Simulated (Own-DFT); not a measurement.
# How strain changes the stress of wurtzite GaN, 72 atoms (Ga36N36)

Calculated results; nothing here was measured. They come from Own-DFT, an in-house plane-wave density functional program, since retired, whose code no person has reviewed. Each row is one single-point run on a periodic cell that was not relaxed, without spin or spin-orbit coupling.

Settings of every run: PBE; PseudoDojo norm-conserving scalar-relativistic files; cutoff 42 hartree; 4 x 4 x 3 k mesh centred on Gamma; Fermi-Dirac smearing of 0.1 eV.

Known limits: forces not confirmed at this smearing and k mesh; stress not checked against mesh or cutoff.

Unstrained cell vectors in Å: (9.567, 0.000, 0.000); (-4.784, 8.285, 0.000); (0.000, 0.000, 10.370). The unstrained cell has measured lattice constants (interpolated for alloys), not those of this functional. That, the random moves and any unrelaxed bonds set the pressure at no strain. Each run strains this cell uniformly, with the atoms carried along. Every atom was also moved at random, by a Gaussian of width 0.05 Å on each axis. Strain is the symmetric tensor, in per cent. Stress is positive in tension, and the pressure is minus a third of its trace.

```
run,e_xx (%),e_yy (%),e_zz (%),s_xx (GPa),s_yy (GPa),s_zz (GPa),P (GPa),E (meV/atom)
1,-0.50,-0.50,0.00,-10.03,-10.59,-8.57,9.73,18.1
2,-2.75,-2.75,0.00,-25.38,-25.03,-11.45,20.62,76.0
3,2.50,2.50,0.00,2.89,4.86,-4.49,-1.09,3.8
4,2.25,2.25,0.00,3.69,3.17,-5.58,-0.43,0.0
5,-1.00,-1.00,0.00,-10.77,-13.75,-9.61,11.37,7.6
6,-1.75,-1.75,0.00,-18.27,-17.06,-10.78,15.37,34.9
7,-1.25,-1.25,0.00,-15.87,-13.98,-9.62,13.15,36.7
8,1.00,1.00,0.00,-2.20,-1.72,-7.37,3.76,1.3
9,1.50,1.50,0.00,?,?,?,?,?
```

E is the free energy for each atom above the lowest run shown.

## Worked fit

The change of volume is close to e_xx + e_yy + e_zz. A straight line through the runs shown gives P = 8.37 - 201 x (fractional change of volume) GPa, with an error of 8 on the slope and a scatter of 0.84 GPa. The strain isn't the same on all axes and the cell isn't cubic, so the slope belongs to this path and is not the bulk modulus.

## Withheld run

Question: what pressure should run 9 give? Its volume changes by 3.02 %.

The line gives 2.3 GPa. The calculation gave 1.71 GPa.
